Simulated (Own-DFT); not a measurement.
# One host, several defects: zincblende GaAs

No measurement is shown. These are fixed-geometry runs of a retired plane-wave code named Own-DFT, which no person has reviewed; spin and spin-orbit coupling are neglected.

Method: PBE; PseudoDojo norm-conserving scalar-relativistic files; cutoff 42 hartree; 3 x 3 x 3 k mesh centred on Gamma; Fermi-Dirac smearing of 0.1 eV.

Known weak points (not all hold for every row): not probed for a lower state with spin; forces on such cells failed a check on a denser k mesh; forces not confirmed at this smearing and k mesh; forces on such cells passed a denser k mesh, each cell not checked; stress not checked against mesh or cutoff.

All runs share one cell, with vectors in Å (11.307, 0.000, 0.000); (0.000, 11.307, 0.000); (0.000, 0.000, 11.307) and a volume of 1445.4 Å³. Atoms were moved at random from their sites; u is the rms move along one axis. The defect's site can differ from row to row.

```
cell,formula,u (Å),P (GPa)
no defect,As32Ga32,0.0213,3.54
no defect,As32Ga32,0.0442,3.83
no defect,As32Ga32,0.0486,3.90
one In on a Ga site,As32Ga31In,0.0292,4.33
one In on a Ga site,As32Ga31In,0.0341,4.39
one In on a Ga site,As32Ga31In,0.0552,4.87
two Ga vacancies,As32Ga30,0.0288,2.98
two Ga vacancies,As32Ga30,0.0302,3.00
two Ga vacancies,As32Ga30,0.0326,2.95
two As vacancies,As30Ga32,0.0304,?
two As vacancies,As30Ga32,0.0315,3.26
two As vacancies,As30Ga32,0.0486,3.54
two As vacancies,As30Ga32,0.0537,3.61
one As on a Ga site and one Ga on an As site,As32Ga32,0.0298,3.88
one As on a Ga site and one Ga on an As site,As32Ga32,0.0496,4.23
one As on a Ga site and one Ga on an As site,As32Ga32,0.0533,4.34
```

## Working it out

P = P0 + c u² + a shift for each defect gives P0 = 3.41 GPa, c = 216 ± 12 GPa/Å² and a scatter of 0.04 GPa. The shifts, and each times the cell's volume:

- one In on a Ga site: 0.75 ± 0.03 GPa, 6.8 eV
- one As on a Ga site and one Ga on an As site: 0.29 ± 0.03 GPa, 2.6 eV
- two As vacancies: -0.40 ± 0.03 GPa, -3.6 eV (-1.8 eV for each of its 2 sites)
- two Ga vacancies: -0.64 ± 0.03 GPa, -5.8 eV (-2.9 eV for each of its 2 sites)

Against the defect-free cell, a freed cell would be larger where the shift is positive and smaller where it is negative (160.2 GPa Å³ is 1 eV). The atoms around the defects weren't relaxed, which would change these numbers.

## The run left out

Q: what pressure belongs in the blank (two As vacancies, u = 0.0304 Å)?

The fit gives 3.22 ± 0.04 GPa. The calculation gave 3.26 GPa.
